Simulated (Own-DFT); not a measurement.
## Calculated data, GaN (wurtzite, strained, atoms displaced)

Computed with Own-DFT development build. A calculation, not a measurement: plane-wave PBE density functional theory by an unreviewed code, no spin, of a simulated periodic cell, stress positive in tension, free energy of the whole cell less one offset for each atom, forces on such cells passed a denser k mesh, this cell's mesh not checked; offsets are fitted by least squares, one for each functional and potential file, so energies compare only between cells with the same atoms and settings and are not formation energies; the far tail of each file's local potential was reset to the Coulomb form; each entry is a single point on an unrelaxed cell, so the pressure reflects the starting lattice, mostly measured values (interpolated for alloys), from which strain is counted, and rises with the displacements; printed positions are rounded, which can move forces by about a meV/angstrom; the program, named Own-DFT, is a retired in-house code; no spin-orbit coupling.

Common to all runs: functional PBE; potential files PseudoDojo norm-conserving, scalar-relativistic, standard set with the stringent files for Ga; wave cutoff 96 hartree; occupations Gaussian; smearing width 0.01 eV; k mesh 3 x 4 x 3 centred on Gamma.

(1) GaN (wurtzite, strained, atoms displaced)

```
CELL_PARAMETERS angstrom
12.75600 0.00000 0.00000
-4.78350 8.28530 0.00000
0.00000 0.00000 10.34410
ATOMIC_POSITIONS crystal
Ga 0.08523 0.22218 0.99481
Ga 0.16217 0.10714 0.24452
N 0.08903 0.23376 0.19013
N 0.16019 0.10725 0.43785
Ga 0.08540 0.21513 0.51584
Ga 0.16071 0.10050 0.74529
N 0.08394 0.22329 0.69135
N 0.16276 0.10825 0.93708
Ga 0.07990 0.55396 0.99598
Ga 0.16355 0.44265 0.25979
N 0.07829 0.55053 0.18669
N 0.16622 0.44937 0.43732
Ga 0.09393 0.56762 0.50180
Ga 0.16283 0.43294 0.75034
N 0.08561 0.55755 0.69631
N 0.16445 0.44399 0.93391
Ga 0.06740 0.87916 0.99959
Ga 0.16784 0.77252 0.25110
N 0.08084 0.88760 0.18569
N 0.16722 0.78405 0.43623
Ga 0.08812 0.88812 0.49558
Ga 0.16590 0.77213 0.75547
N 0.08942 0.89277 0.68961
N 0.16566 0.77170 0.93927
Ga 0.33836 0.23135 0.00469
Ga 0.41423 0.11067 0.24958
N 0.33880 0.23146 0.19087
N 0.41414 0.11179 0.43192
Ga 0.33200 0.22827 0.50149
Ga 0.41675 0.10326 0.74853
N 0.33222 0.21133 0.69179
N 0.41333 0.10653 0.93507
Ga 0.33265 0.55040 0.00371
Ga 0.41357 0.43716 0.24738
N 0.33729 0.55609 0.18225
N 0.41751 0.44614 0.43192
Ga 0.33349 0.55291 0.50513
Ga 0.41921 0.44655 0.75148
N 0.33598 0.56335 0.68823
N 0.41723 0.44870 0.94391
Ga 0.33860 0.89333 0.00419
Ga 0.41594 0.77234 0.24960
N 0.32939 0.87810 0.19257
N 0.41237 0.77173 0.44409
Ga 0.33911 0.89012 0.50450
Ga 0.41059 0.78464 0.74736
N 0.32953 0.88751 0.68902
N 0.41183 0.77052 0.94098
Ga 0.58063 0.21716 0.00091
Ga 0.66999 0.11756 0.24831
N 0.58741 0.22469 0.19104
N 0.66666 0.11652 0.44214
Ga 0.58329 0.21346 0.49591
Ga 0.65897 0.09950 0.74961
N 0.59016 0.23075 0.68379
N 0.66330 0.10256 0.93214
Ga 0.57894 0.54402 0.00668
Ga 0.67060 0.44599 0.24813
N 0.58805 0.55425 0.19645
N 0.66847 0.44644 0.44064
Ga 0.58531 0.55612 0.49697
Ga 0.67144 0.43729 0.74648
N 0.58496 0.56010 0.68538
N 0.65896 0.43979 0.93490
Ga 0.58271 0.88819 0.00388
Ga 0.66244 0.77986 0.25311
N 0.58912 0.90178 0.17771
N 0.67248 0.78731 0.43926
Ga 0.58420 0.89379 0.49332
Ga 0.66394 0.77224 0.75518
N 0.59371 0.89841 0.68771
N 0.66943 0.78607 0.93897
Ga 0.83288 0.21583 0.99497
Ga 0.91571 0.11910 0.25321
N 0.83376 0.22901 0.19323
N 0.92331 0.11914 0.43683
Ga 0.83442 0.22849 0.49962
Ga 0.91884 0.11353 0.75283
N 0.83153 0.21961 0.68692
N 0.92065 0.11517 0.94267
Ga 0.83272 0.55431 0.00240
Ga 0.91457 0.43757 0.25402
N 0.84209 0.55308 0.18357
N 0.92278 0.45209 0.43512
Ga 0.83278 0.56343 0.50052
Ga 0.91522 0.44288 0.74849
N 0.83237 0.55078 0.68436
N 0.91601 0.44236 0.93389
Ga 0.83234 0.88253 0.99286
Ga 0.91423 0.77530 0.25451
N 0.83326 0.88948 0.19931
N 0.91851 0.78282 0.43656
Ga 0.83673 0.88329 0.49716
Ga 0.91779 0.78115 0.74610
N 0.83483 0.89387 0.68127
N 0.91626 0.77383 0.94021
```

* free energy of cell above offsets: -5.632 eV
* pressure: 7.2 GPa
* stress xx: -5.43 GPa
* stress yy: -7.28 GPa
* stress zz: -8.89 GPa
* stress yz: -1.34 GPa
* stress xz: 0.12 GPa
* stress xy: 1.26 GPa

Force:
```csv
element,x (eV/Å),y (eV/Å),z (eV/Å)
Ga,0.07,0.782,1.292
Ga,-0.162,0.597,0.41
N,-0.245,-1.459,-0.785
N,1.187,0.629,-0.078
Ga,-1.407,0.802,-3.36
Ga,0.951,1.767,1.572
N,0.321,-1.082,0.862
N,0.86,-0.189,0.118
Ga,0.632,-0.26,0.7
Ga,0.203,0.78,-1.981
N,0.791,0.324,0.178
N,1.065,-0.572,2.032
Ga,-1.203,-0.968,0.451
Ga,0.215,2.46,0.312
N,0.036,-0.75,-1.433
N,0.589,-0.186,0.678
Ga,3.824,1.791,0.552
Ga,-1.289,-0.311,-0.802
N,0.383,-0.249,0.562
N,1.583,-0.345,0.337
Ga,-1.137,0.38,0.814
Ga,-0.49,0.567,0.184
N,-0.639,-2.13,-0.907
N,-0.496,1.263,0.595
Ga,-0.686,-1.716,-1.071
Ga,0.611,-0.4,-0.373
N,-0.351,-2.681,-0.771
N,0.329,-0.099,1.517
Ga,0.48,-0.839,-0.239
Ga,0.038,1.452,0.006
N,-0.715,1.427,-0.441
N,0.175,0.768,0.813
Ga,-1.479,0.535,-1.268
Ga,0.135,2.358,0.596
N,-0.371,-0.296,1.977
N,-0.145,0.045,1.146
Ga,-0.08,-0.237,-0.79
Ga,-0.107,-0.303,-0.165
N,0.057,-1.198,0.646
N,0.471,-0.51,-1.006
Ga,-0.963,-1.41,-0.193
Ga,0.279,0.39,0.076
N,0.445,1.55,-0.392
N,0.872,0.721,-1.045
Ga,-1.358,0.429,-1.176
Ga,2.505,-0.872,1.092
N,-0.124,0.273,-0.433
N,0.433,0.884,-0.579
Ga,0.445,0.086,-0.357
Ga,-0.004,-0.392,0.51
N,-1.057,-0.295,-0.613
N,1.333,-0.899,-1.563
Ga,-1.94,1.839,0.434
Ga,0.702,2.586,-0.202
N,-0.719,-2.55,0.036
N,-0.202,1.027,1.258
Ga,0.208,1.76,-0.15
Ga,0.732,0.13,0.685
N,-1.111,0.323,-0.879
N,0.06,-0.454,-0.648
Ga,-0.434,0.393,0.056
Ga,-1.55,1.465,0.469
N,0.379,-0.972,0.332
N,1.274,0.04,0.392
Ga,-0.413,-0.474,-2.393
Ga,0.892,0.281,-0.601
N,-0.388,-1.132,3.339
N,-0.789,-0.967,-0.132
Ga,0.541,-0.524,1.301
Ga,0.113,0.935,-0.985
N,-1.496,-2.815,-1
N,0.062,-1.643,0.39
Ga,-0.929,0.808,0.658
Ga,1.248,-0.581,-0.411
N,0.234,-1.46,-1.531
N,-0.482,-0.49,1.171
Ga,0.986,-0.053,0.146
Ga,-1.076,-0.368,-0.446
N,0.188,0.254,0.5
N,-0.103,-1.255,-0.712
Ga,-0.057,-0.997,-0.911
Ga,0.567,1.583,-0.338
N,-1.736,0.464,1.03
N,-0.538,0.13,1.515
Ga,1.125,-0.882,-0.648
Ga,0.385,-0.321,-0.344
N,0.263,1.344,0.649
N,-0.743,-0.364,0.497
Ga,-0.383,0.995,1.879
Ga,0.287,0.087,-1.189
N,-0.268,0.155,-1.606
N,1.16,-0.798,0.659
Ga,-1.328,2.138,-0.165
Ga,0.08,-0.46,-0.12
N,0.417,-0.534,1.525
N,-2.023,-1.058,-1.719
```

(2) GaN (wurtzite, strained, atoms displaced)

```
CELL_PARAMETERS angstrom
12.75600 0.00000 0.00000
-4.78350 8.28530 0.00000
0.00000 0.00000 10.34410
ATOMIC_POSITIONS crystal
Ga 0.08038 0.23283 0.99912
Ga 0.16778 0.12228 0.25937
N 0.08110 0.22350 0.18501
N 0.16574 0.10878 0.43958
Ga 0.08727 0.21411 0.49633
Ga 0.16098 0.10888 0.75362
N 0.08149 0.21840 0.67971
N 0.16364 0.10905 0.93084
Ga 0.08154 0.56809 0.99727
Ga 0.15993 0.43945 0.24688
N 0.08249 0.55572 0.19080
N 0.17130 0.45907 0.43928
Ga 0.08084 0.55396 0.50150
Ga 0.16229 0.43563 0.74790
N 0.08298 0.55539 0.68295
N 0.15864 0.43756 0.94668
Ga 0.07604 0.87529 0.99888
Ga 0.16503 0.78187 0.24474
N 0.08413 0.89203 0.17963
N 0.16517 0.77583 0.43907
Ga 0.07949 0.88612 0.50141
Ga 0.16522 0.77799 0.76106
N 0.09091 0.89083 0.68725
N 0.16096 0.78572 0.93467
Ga 0.33780 0.23036 0.99088
Ga 0.41892 0.11482 0.24659
N 0.33202 0.22439 0.18594
N 0.41916 0.11444 0.43797
Ga 0.32925 0.22815 0.49889
Ga 0.41568 0.11933 0.75103
N 0.32664 0.21501 0.67846
N 0.41621 0.10100 0.93476
Ga 0.32523 0.54457 0.99962
Ga 0.42248 0.44682 0.24353
N 0.33689 0.55872 0.19070
N 0.41944 0.44193 0.43490
Ga 0.32579 0.54845 0.50036
Ga 0.42379 0.44902 0.75639
N 0.32727 0.55398 0.69418
N 0.41556 0.43829 0.93183
Ga 0.32832 0.88463 0.99167
Ga 0.42143 0.78248 0.23651
N 0.33506 0.89520 0.19020
N 0.41621 0.77753 0.43657
Ga 0.33524 0.89003 0.49904
Ga 0.41728 0.78980 0.74541
N 0.33097 0.88523 0.68748
N 0.41544 0.77708 0.94141
Ga 0.57848 0.22624 0.00537
Ga 0.66949 0.11222 0.24991
N 0.58320 0.21192 0.18613
N 0.66498 0.10801 0.44218
Ga 0.57761 0.21493 0.49472
Ga 0.66751 0.11834 0.74229
N 0.57951 0.21816 0.68941
N 0.66230 0.10993 0.93619
Ga 0.58060 0.54932 0.00403
Ga 0.66957 0.44032 0.25372
N 0.58489 0.55256 0.18833
N 0.66285 0.43712 0.44481
Ga 0.58410 0.55421 0.49660
Ga 0.66266 0.44340 0.74652
N 0.57942 0.54518 0.68625
N 0.66618 0.43026 0.93842
Ga 0.58687 0.89440 0.99680
Ga 0.66389 0.77291 0.25477
N 0.57995 0.88466 0.18306
N 0.66820 0.77981 0.43897
Ga 0.58826 0.88762 0.50223
Ga 0.66250 0.76421 0.75304
N 0.57684 0.88358 0.68726
N 0.66334 0.78219 0.92611
Ga 0.83069 0.21420 0.99823
Ga 0.92261 0.12254 0.24992
N 0.83135 0.22744 0.18825
N 0.92009 0.11401 0.44288
Ga 0.83551 0.22948 0.49922
Ga 0.91258 0.10917 0.74932
N 0.83179 0.21308 0.70196
N 0.92422 0.12597 0.93993
Ga 0.83746 0.55658 0.00357
Ga 0.91336 0.43639 0.24387
N 0.83184 0.54877 0.19139
N 0.91350 0.44164 0.44405
Ga 0.83839 0.56029 0.49632
Ga 0.91531 0.44043 0.74347
N 0.82861 0.55858 0.69526
N 0.92284 0.44667 0.93744
Ga 0.83030 0.88455 0.99834
Ga 0.92262 0.78234 0.24603
N 0.83335 0.89518 0.18431
N 0.91316 0.78039 0.44349
Ga 0.82909 0.87561 0.50595
Ga 0.91776 0.78003 0.75352
N 0.82883 0.88289 0.69507
N 0.91773 0.77747 0.93890
```

* free energy of cell above offsets: -4.606 eV
* pressure: 7.46 GPa
* stress xx: -7.87 GPa
* stress yy: -6.39 GPa
* stress zz: -8.12 GPa
* stress yz: 0.42 GPa
* stress xz: 0.1 GPa
* stress xy: -0.42 GPa

Force:
```csv
element,x (eV/Å),y (eV/Å),z (eV/Å)
Ga,1.958,-2.562,0.439
Ga,0.648,-0.8,-2.398
N,0.737,-0.012,0.626
N,0.503,-0.59,-0.384
Ga,-2.112,1.843,0.436
Ga,0.677,0.271,-1.484
N,-0.487,-0.303,1.135
N,-0.065,0.32,2.236
Ga,1.264,-1.377,0.755
Ga,1.22,1.606,0.798
N,-0.555,0.329,-0.776
N,-0.789,-2.79,-1.134
Ga,0.276,0.76,-0.683
Ga,-0.255,0.58,0.31
N,-0.205,-0.149,1.748
N,0.094,3.002,-1.755
Ga,-0.873,3.401,0.03
Ga,0.965,-0.087,1.251
N,-0.152,0.461,1.604
N,-0.66,0.47,-0.614
Ga,1.252,-0.261,0.189
Ga,0.695,-0.287,-3.803
N,-1.715,-0.515,0.322
N,1.974,-1.167,1.547
Ga,-0.714,-3.127,1.063
Ga,-0.578,-0.335,0.648
N,0.18,0.023,-0.374
N,-1.495,-0.516,-0.604
Ga,1.831,-0.591,-0.389
Ga,0.094,-1.297,-1.044
N,0.055,1.104,2.065
N,-1.057,1.549,0.482
Ga,0.348,1.371,0.027
Ga,-1.363,-0.415,1.037
N,-0.478,-1.057,-0.811
N,-0.858,0.71,-0.155
Ga,1.851,1.792,0.38
Ga,-2.239,-0.902,-2.837
N,1.254,0.075,-0.307
N,0.068,1.619,1.846
Ga,0.693,0.178,1.466
Ga,-1.608,-0.564,1.967
N,-0.447,-0.774,-1.189
N,0.766,-0.08,-0.288
Ga,-0.253,-0.271,-0.282
Ga,0.352,-1.861,0.963
N,-1.204,1.079,0.348
N,-0.104,-0.731,-0.493
Ga,1.213,-2.043,-1.004
Ga,-0.231,-1.252,0.416
N,-0.554,1.421,0.969
N,0.714,0.503,-0.597
Ga,0.561,0.271,1.281
Ga,-0.441,-1.688,1.319
N,-0.109,0.74,-0.839
N,0.411,0.768,0.072
Ga,0.695,0.721,-1.149
Ga,-0.626,-0.513,0.096
N,0.803,0.285,0.096
N,0.883,1.037,-1.019
Ga,-0.523,-0.322,0.323
Ga,1.056,-0.957,0.609
N,-0.064,1.149,-0.362
N,-0.837,2.697,-0.117
Ga,-0.944,-0.466,-0.292
Ga,0.164,0.993,-1.127
N,2.005,0.985,0.432
N,0.415,-0.863,0.101
Ga,-1.904,-0.328,-0.151
Ga,-0.968,0.936,-2.243
N,1.74,0.651,0.161
N,1.056,-1.129,3.275
Ga,-1.124,1.077,-0.365
Ga,-1.049,-1.47,0.587
N,0.915,-1.55,-0.408
N,-0.481,-0.599,-0.558
Ga,0.255,-1.906,0.881
Ga,1.662,-0.539,0.389
N,-0.993,1.582,-2.363
N,-0.789,-2.683,-0.7
Ga,-0.418,-1.067,-0.925
Ga,0.419,1.731,1.278
N,-0.035,1.259,-0.035
N,0.285,0.836,-1.266
Ga,-1.122,-0.809,1.194
Ga,-0.229,0.696,0.912
N,1.119,-0.344,-1.165
N,-1.399,-0.429,-0.119
Ga,-0.173,0.967,-0.334
Ga,-1.177,-0.192,0.386
N,0.205,-0.577,0.785
N,1.359,-0.482,-1.552
Ga,-0.899,2.18,0.179
Ga,0.614,-0.092,-0.682
N,0.236,0.271,-0.496
N,-1.184,-0.582,0.209
```

(3) GaN (wurtzite, strained, atoms displaced)

```
CELL_PARAMETERS angstrom
12.75600 0.00000 0.00000
-4.78350 8.28530 0.00000
0.00000 0.00000 10.34410
ATOMIC_POSITIONS crystal
Ga 0.07868 0.21894 0.01009
Ga 0.16966 0.11356 0.24853
N 0.07831 0.21419 0.19281
N 0.16955 0.10910 0.44866
Ga 0.08517 0.22331 0.50910
Ga 0.17338 0.10946 0.75716
N 0.08705 0.22503 0.68715
N 0.16398 0.09982 0.92984
Ga 0.08950 0.55591 0.99924
Ga 0.16609 0.45174 0.24061
N 0.08508 0.54250 0.18498
N 0.17023 0.45216 0.44151
Ga 0.08252 0.55516 0.49777
Ga 0.17040 0.44655 0.74850
N 0.08038 0.55003 0.68923
N 0.17037 0.45320 0.94827
Ga 0.08045 0.89282 0.99946
Ga 0.16671 0.77937 0.25086
N 0.08705 0.88652 0.18532
N 0.17019 0.77505 0.43733
Ga 0.08142 0.87985 0.50556
Ga 0.17470 0.77644 0.74859
N 0.08609 0.87990 0.69784
N 0.17364 0.78105 0.94284
Ga 0.33400 0.21612 0.99654
Ga 0.41553 0.10913 0.25238
N 0.33032 0.21897 0.19043
N 0.41745 0.10762 0.44558
Ga 0.33194 0.22324 0.50920
Ga 0.41916 0.11063 0.76094
N 0.32565 0.21693 0.68037
N 0.41850 0.10888 0.93288
Ga 0.33562 0.55496 0.99511
Ga 0.41053 0.44579 0.25627
N 0.33262 0.56372 0.18193
N 0.41464 0.43813 0.43558
Ga 0.33580 0.55180 0.49921
Ga 0.41749 0.43862 0.75063
N 0.33336 0.55877 0.69266
N 0.41632 0.44196 0.93114
Ga 0.33979 0.89011 0.99527
Ga 0.41528 0.78421 0.25368
N 0.33871 0.89524 0.18915
N 0.41511 0.77359 0.44449
Ga 0.32785 0.87933 0.49625
Ga 0.41299 0.77469 0.74927
N 0.33306 0.89022 0.69094
N 0.41877 0.77156 0.93211
Ga 0.57652 0.21877 0.99004
Ga 0.66920 0.11430 0.25589
N 0.57654 0.21910 0.18881
N 0.66665 0.11271 0.43710
Ga 0.58127 0.21968 0.50398
Ga 0.67037 0.11022 0.75492
N 0.58764 0.22598 0.69717
N 0.66845 0.11459 0.93912
Ga 0.58243 0.55765 0.98762
Ga 0.67048 0.45651 0.25015
N 0.58365 0.56132 0.18967
N 0.66969 0.45248 0.42983
Ga 0.58216 0.55647 0.49294
Ga 0.66790 0.43763 0.74687
N 0.57704 0.55508 0.69157
N 0.66016 0.44065 0.93186
Ga 0.58171 0.89683 0.99288
Ga 0.66679 0.78058 0.24414
N 0.57432 0.88868 0.18689
N 0.67223 0.78665 0.43590
Ga 0.57950 0.89174 0.50322
Ga 0.66315 0.78557 0.75394
N 0.57949 0.88412 0.68979
N 0.66573 0.76986 0.93931
Ga 0.83353 0.22441 0.99742
Ga 0.91729 0.11355 0.25565
N 0.83602 0.22622 0.19738
N 0.91621 0.10805 0.43007
Ga 0.83749 0.22089 0.50077
Ga 0.91513 0.11058 0.74669
N 0.83116 0.21976 0.69405
N 0.92176 0.11013 0.95323
Ga 0.83802 0.56151 0.00775
Ga 0.91881 0.45205 0.25039
N 0.83933 0.55397 0.18740
N 0.90916 0.42877 0.43705
Ga 0.83040 0.55148 0.50135
Ga 0.92321 0.44796 0.75025
N 0.82518 0.55358 0.68699
N 0.91130 0.44286 0.94653
Ga 0.83464 0.89034 0.99507
Ga 0.92337 0.77910 0.25259
N 0.83593 0.88008 0.17946
N 0.91245 0.78099 0.43008
Ga 0.82298 0.89072 0.50523
Ga 0.91371 0.78374 0.75248
N 0.83130 0.88523 0.68400
N 0.92318 0.77610 0.92784
```

* free energy of cell above offsets: -4.041 eV
* pressure: 7.82 GPa
* stress xx: -7.42 GPa
* stress yy: -6.01 GPa
* stress zz: -10.04 GPa
* stress yz: 0.83 GPa
* stress xz: -0.34 GPa
* stress xy: -1.07 GPa

Force:
```csv
element,x (eV/Å),y (eV/Å),z (eV/Å)
Ga,1.746,1.036,-0.864
Ga,-0.656,-0.691,1.405
N,1.001,1.029,0.174
N,-0.822,-0.394,-1.317
Ga,0.121,-0.102,-2.417
Ga,-1.522,-0.767,-2.644
N,-0.397,-0.696,1.911
N,-0.163,2.071,2.983
Ga,-2.003,0.886,0.138
Ga,2.869,-2.067,2.145
N,-3.478,2.755,0.057
N,0.104,-1.077,-0.766
Ga,-0.18,-0.77,0.169
Ga,-0.425,-0.428,0.818
N,0.948,0.806,-0.408
N,0.86,-2.312,-1.857
Ga,1.593,-1.299,-0.139
Ga,1.041,-0.542,-0.984
N,-0.521,0.458,0.286
N,-1.663,-0.453,-0.187
Ga,-0.72,0.768,-0.034
Ga,-1.464,-0.67,1.281
N,-1.05,0.477,-1.158
N,-0.612,-0.262,-0.455
Ga,-0.865,0.592,0.858
Ga,-0.007,0.843,0.656
N,0.496,0.746,-0.887
N,-0.666,-0.043,-0.454
Ga,0.827,-0.789,-2.979
Ga,-0.462,0.074,-4.14
N,1.853,0.72,3.667
N,-1.042,-0.472,2.068
Ga,0.36,-0.063,0.552
Ga,0.692,0.182,-2.19
N,0.655,-0.542,0.902
N,-0.024,0.467,1.107
Ga,-0.632,0.102,0.659
Ga,-1.001,0.14,-1.072
N,0.644,-0.88,-0.838
N,-0.341,-0.806,1.374
Ga,-0.388,-0.908,1.046
Ga,0.492,-0.796,-0.074
N,-1.139,-0.805,-0.489
N,0.115,0.115,-0.651
Ga,1.005,1.544,1.198
Ga,0.186,0.368,-0.47
N,0.991,0.433,-0.731
N,-0.461,0.971,0.577
Ga,1.576,1.499,2.305
Ga,-0.778,-0.046,-1.608
N,1.086,1.039,-0.647
N,0.117,-0.087,1.66
Ga,0.265,0.629,-0.337
Ga,-0.971,-0.233,-0.772
N,-0.337,-2.012,-1.233
N,-0.097,-0.135,-0.085
Ga,0.285,-1.386,1.877
Ga,-0.17,-1.33,-1.497
N,-0.543,-0.813,-0.804
N,-0.271,-1.1,1.893
Ga,0.287,0.534,0.958
Ga,-1.519,1.794,0.605
N,1.396,0.414,-1.194
N,1.08,0.457,1.069
Ga,0.914,-1.216,1.523
Ga,0.004,0.592,-0.083
N,1.665,0.687,-0.303
N,-2.326,-1.225,-0.326
Ga,0.856,-0.056,-0.665
Ga,1.143,-1.761,-0.494
N,-0.398,1.321,0.001
N,-0.532,2.613,-0.512
Ga,0.382,-0.248,1.746
Ga,-0.313,-1.105,-2.247
N,-0.327,-0.361,-1.35
N,0.299,0.248,3.402
Ga,-0.685,-1.132,0.01
Ga,1.102,0.162,0.982
N,0.708,0.47,-0.723
N,-1.853,0.199,-2.719
Ga,-1.035,-0.519,-1.78
Ga,1.228,-1.539,0.063
N,-1.379,0.945,0.621
N,0.281,2.704,0.385
Ga,0.141,0.666,-0.527
Ga,-2.107,-0.191,0.875
N,2.086,0.756,-0.026
N,1.447,0.581,-1.403
Ga,0.355,-1.213,0.634
Ga,-0.915,0.123,-1.17
N,-0.603,0.764,1.021
N,0.906,-0.424,2.557
Ga,2.46,0.38,-1.585
Ga,1.413,-1.216,-1.774
N,-0.79,0.924,1.519
N,-1.431,-0.103,2.333
```
